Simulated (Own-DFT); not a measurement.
# Response to strain: 4H SiC, 72 atoms (C36Si36)

Calculated results; nothing here was measured. The program, named Own-DFT, is a retired in-house plane-wave density functional code that no person has reviewed. Each row is one single-point run on a periodic cell that was not relaxed, without spin or spin-orbit coupling.

Settings of every run: PBE; PseudoDojo norm-conserving scalar-relativistic files; cutoff 42 hartree; 4 x 4 x 3 k mesh centred on Gamma; Fermi-Dirac smearing of 0.1 eV.

Known limits: forces on such cells passed a denser k mesh, each cell not checked; stress not checked against mesh or cutoff.

Unstrained cell vectors in Å: (9.248, 0.000, 0.000); (-4.624, 8.009, 0.000); (0.000, 0.000, 10.068). The unstrained cell has measured lattice constants (interpolated for alloys), not those of this functional. That, the random moves and any unrelaxed bonds set the pressure at no strain. Each run strains this cell uniformly, with the atoms carried along. Every atom was also moved at random, by a Gaussian of width 0.05 Å on each axis. Strain is the symmetric tensor, in per cent. Stress is positive in tension, and the pressure is minus a third of its trace.

```
run,e_xx (%),e_yy (%),e_zz (%),e_yz (%),e_xz (%),e_xy (%),s_xx (GPa),s_yy (GPa),s_zz (GPa),s_yz (GPa),s_xz (GPa),s_xy (GPa),P (GPa),E (meV/atom)
1,0.42,-0.33,-0.88,-1.38,0.45,-0.43,-3.48,-7.55,-10.58,-4.61,0.73,-2.74,7.20,20.9
2,-0.46,-1.57,-0.85,-0.18,-1.87,-1.44,-10.63,-13.92,-11.96,0.40,-6.50,-5.84,12.17,39.4
3,-1.13,-1.78,-0.53,0.90,1.18,-1.81,-15.55,-17.77,-9.45,3.89,5.11,-9.78,14.26,48.7
4,1.95,1.53,0.04,1.95,-0.99,0.63,6.68,5.68,-4.24,5.83,-3.04,2.04,-2.71,6.9
5,0.76,1.36,-1.76,1.20,0.74,-0.16,0.53,2.17,-16.53,4.16,2.50,-0.83,4.61,15.1
6,0.23,-0.70,-0.68,1.28,0.63,1.06,-5.84,-10.03,-11.07,4.02,1.98,6.02,8.98,51.1
7,1.64,1.02,-1.87,0.99,-1.52,-0.50,4.77,0.53,-17.26,4.41,-5.04,-1.51,3.98,38.7
8,0.52,0.57,-1.63,-0.15,-1.66,1.67,-1.83,-2.32,-18.32,-1.20,-4.11,7.32,7.49,53.1
9,-1.43,-0.83,-1.80,1.67,-0.34,0.43,-15.26,-13.12,-19.57,8.13,-1.03,0.93,15.98,60.5
10,0.72,1.27,1.85,0.41,-1.00,0.53,0.59,2.09,6.21,0.43,-3.12,1.46,-2.96,0.0
11,0.39,1.78,-1.82,-2.00,1.81,-0.72,-2.68,3.50,-17.32,-6.90,6.84,-2.36,5.50,50.2
12,0.45,0.71,-1.84,1.63,-0.62,-1.97,-2.39,-3.61,-14.80,6.31,-2.03,-9.40,6.93,26.5
13,-0.09,1.18,0.94,-0.37,-1.47,1.22,-4.60,1.05,-1.36,-1.36,-5.65,6.12,1.63,38.0
14,0.12,1.81,-0.04,1.76,0.81,-1.08,-3.08,4.42,-6.08,5.51,2.71,-4.49,1.58,29.9
15,0.59,0.38,-0.16,-1.02,0.37,1.00,-3.61,-3.30,-5.76,-3.69,0.95,5.66,4.22,39.1
16,-1.17,-1.00,0.27,-0.46,-1.04,0.97,-14.19,-12.60,-4.38,-2.90,-4.20,2.71,10.39,41.4
17,-0.04,-0.71,-0.11,0.35,-1.96,0.36,?,?,?,?,?,?,?,?
```

E is the free energy for each atom above the lowest run shown.

## Worked fit

Each stress component was fitted by least squares to a constant and the strains of the runs shown, as fractions, with shears doubled. Shear strains stay in the fit of a normal stress only where such slopes are resolved. The slopes, in GPa:

| stress | at no strain | per e_xx | per e_yy | per e_zz | scatter |
|---|---|---|---|---|---|
| s_xx | -6.1 | 577 ± 27 | 131 ± 21 | 8 ± 16 | 0.69 |
| s_yy | -5.8 | 135 ± 29 | 537 ± 22 | 46 ± 17 | 0.72 |
| s_zz | -6.0 | 82 ± 49 | -11 ± 38 | 638 ± 29 | 1.23 |

Each shear stress against twice its own strain: yz 177 ± 9, xz 171 ± 10, xy 230 ± 14 GPa. These are stiffnesses along x, y and z of the frame in which the cell vectors are given, which need not be the crystal's axes. The atoms are held to the strained lattice; where symmetry lets them move under strain, relaxing them would lower some slopes. The table should be nearly symmetric about its diagonal, and what it lacks of that shows the noise. A ninth of its sum, 238 ± 5 GPa, estimates the bulk modulus near the mean pressure of these runs, 6.2 GPa, so it lies above the value at zero pressure.

## Withheld run

Question: what normal stresses and pressure should run 17 give?

The fit gives s_xx = -7.2, s_yy = -9.8, s_zz = -6.7 and P = 7.9 GPa. The calculation gave -6.44, -8.26, -6.66 and P = 7.12 GPa.
